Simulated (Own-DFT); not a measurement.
# Which arrangement is lower? C34N2Si36, 72 atoms

These are calculations, not measurements. They come from Own-DFT, an in-house plane-wave density functional program, since retired, whose code no person has reviewed. Each row is one single-point run on a periodic cell that was not relaxed, without spin or spin-orbit coupling.

Settings of every run: PBE; PseudoDojo norm-conserving scalar-relativistic files; cutoff 42 hartree; 4 x 4 x 3 k mesh centred on Gamma; Fermi-Dirac smearing of 0.1 eV.

Known limits: not probed for a lower state with spin; forces on such cells passed a denser k mesh, each cell not checked; stress not checked against mesh or cutoff.

All cells hold the same atoms in the same cell, with vectors in Å (9.248, 0.000, 0.000); (-4.624, 8.009, 0.000); (0.000, 0.000, 10.068). Every atom was moved at random from its ideal site; u is the rms move along one axis. The defect's site can differ from row to row. E is the free energy of the cell above the lowest run. The arrangements:

- A: 4H SiC, with two N on a C site each, 3.1 Å apart
- B: 2H SiC, with two N on a C site each, 3.1 Å apart

```
arrangement   u (Å)  E (eV)  P (GPa)
          A  0.0291   0.000     2.51
          A  0.0296   0.335     2.58
          A  0.0301   0.667     2.71
          A  0.0466   3.495     3.52
          A  0.0519   4.630     4.08
          A  0.0519   4.890     4.19
          B  0.0287   1.249     2.91
          B  0.0304   1.636     3.00
          B  0.0309   1.087     2.76
          B  0.0488   5.123     4.29
          B  0.0494   4.973     3.86
          B  0.0494   5.552     4.49
```

Question: once the cost of the random moves is taken out, how do the arrangements rank?

## Worked answer

Fit E = a + b u², with one b for all and one a for each arrangement, and with residuals divided by u², since the noise grows with the moves. Then b = 2489 eV/Å², the scatter at u = 0.04 Å is 0.36 eV, and against A:

- B: 0.98 ± 0.15 eV (higher)

These are energies of unrelaxed cells. Relaxing the atoms lowers the strained arrangements most, so the gaps would shrink and small ones could change sign.
